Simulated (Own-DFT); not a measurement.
# Response to strain: 4H SiC, 32 atoms (C16Si16)

All numbers below are calculated, not measured. The program, named Own-DFT, is a retired in-house plane-wave density functional code that no person has reviewed. Each row is one single-point run on a periodic cell that was not relaxed, without spin or spin-orbit coupling.

Settings of every run: PBE; PseudoDojo norm-conserving scalar-relativistic files; cutoff 42 hartree; 5 x 5 x 3 k mesh centred on Gamma; Fermi-Dirac smearing of 0.1 eV.

Known limits: forces on such cells passed a denser k mesh, each cell not checked; stress not checked against mesh or cutoff.

Unstrained cell vectors in Å: (6.165, 0.000, 0.000); (-3.083, 5.339, 0.000); (0.000, 0.000, 10.068). The unstrained cell has measured lattice constants (interpolated for alloys), not those of this functional. That, the random moves and any unrelaxed bonds set the pressure at no strain. Each run strains this cell uniformly, with the atoms carried along. Every atom was also moved at random, by a Gaussian of width 0.05 Å on each axis. Strain is the symmetric tensor, in per cent. Stress is positive in tension, and the pressure is minus a third of its trace.

```
run,e_xx (%),e_yy (%),e_zz (%),e_yz (%),e_xz (%),e_xy (%),s_xx (GPa),s_yy (GPa),s_zz (GPa),s_yz (GPa),s_xz (GPa),s_xy (GPa),P (GPa),E (meV/atom)
1,0.95,0.00,-0.34,0.83,1.90,-1.13,-0.52,-1.87,-8.76,2.81,6.43,-5.25,3.72,12.4
2,0.33,-1.19,1.47,-0.69,0.80,1.86,-1.10,-8.72,-0.08,-3.70,2.46,8.26,3.30,10.5
3,-1.16,0.85,-1.39,1.25,-0.59,-0.61,-9.45,-3.76,-14.55,5.39,-1.11,-4.61,9.25,25.5
4,0.36,-1.40,1.80,1.65,0.32,1.46,-4.64,-11.85,4.44,6.23,0.77,6.69,4.02,26.1
5,-1.43,1.23,-0.25,-0.06,-1.07,0.03,-12.02,0.74,-9.25,0.58,-4.57,-0.10,6.84,33.5
6,1.68,-1.90,0.45,-1.34,1.13,-0.99,4.20,-14.65,-3.90,-3.84,3.63,-5.80,4.78,28.4
7,-0.17,1.26,1.41,0.61,-1.84,-0.21,-5.72,3.27,3.16,2.90,-6.86,0.87,-0.24,0.0
8,-0.79,-1.10,-0.30,-0.58,0.58,1.24,-10.73,-17.63,-5.72,-0.76,1.89,3.19,11.36,53.4
9,-1.85,1.44,1.38,-1.27,1.06,-1.88,-16.81,1.96,3.12,-4.25,2.62,-11.31,3.91,35.3
10,1.61,-0.31,0.35,0.51,-1.15,1.69,3.72,-6.81,-3.26,2.97,-2.52,5.58,2.12,40.1
11,-0.39,0.26,-1.24,-1.50,-0.81,1.85,-8.90,-7.04,-10.82,-4.62,-2.37,9.74,8.92,45.4
12,-0.45,-0.14,1.81,-0.95,1.07,0.15,-9.44,-4.40,5.15,-2.48,3.79,-0.78,2.90,18.1
13,-0.98,0.69,0.96,-1.25,1.41,-0.61,-9.31,-4.14,0.68,-4.62,3.17,-2.53,4.25,38.9
14,0.21,1.83,-0.42,-0.74,0.94,1.08,-1.02,6.93,-11.18,-2.21,2.82,5.01,1.76,12.6
15,-1.48,1.34,-0.30,-0.96,-0.87,1.15,-13.78,1.89,-9.72,-4.36,-1.84,6.06,7.20,38.2
16,1.53,-1.48,-0.22,1.88,0.81,0.35,?,?,?,?,?,?,?,?
```

E is the free energy for each atom above the lowest run shown.

## Worked fit

Each stress component was fitted by least squares to a constant and the strains of the runs shown, as fractions, with shears doubled. Shear strains stay in the fit of a normal stress only where such slopes are resolved. The slopes, in GPa:

| stress | at no strain | per e_xx | per e_yy | per e_zz | scatter |
|---|---|---|---|---|---|
| s_xx | -5.0 | 603 ± 48 | 61 ± 46 | -19 ± 41 | 1.56 |
| s_yy | -5.7 | 197 ± 58 | 685 ± 55 | 133 ± 49 | 1.87 |
| s_zz | -6.2 | -46 ± 54 | -47 ± 52 | 582 ± 46 | 1.74 |

Each shear stress against twice its own strain: yz 178 ± 12, xz 160 ± 12, xy 244 ± 21 GPa. These are stiffnesses along x, y and z of the frame in which the cell vectors are given, which need not be the crystal's axes. The atoms are held to the strained lattice; where symmetry lets them move under strain, relaxing them would lower some slopes. The table should be nearly symmetric about its diagonal, and what it lacks of that shows the noise. A ninth of its sum, 239 ± 9 GPa, estimates the bulk modulus near the mean pressure of these runs, 4.9 GPa, so it lies above the value at zero pressure.

## Withheld run

Question: what normal stresses and pressure should run 16 give?

The fit gives s_xx = 3.4, s_yy = -13.1, s_zz = -7.5 and P = 5.7 GPa. The calculation gave 4.48, -13.62, -8.44 and P = 5.86 GPa.
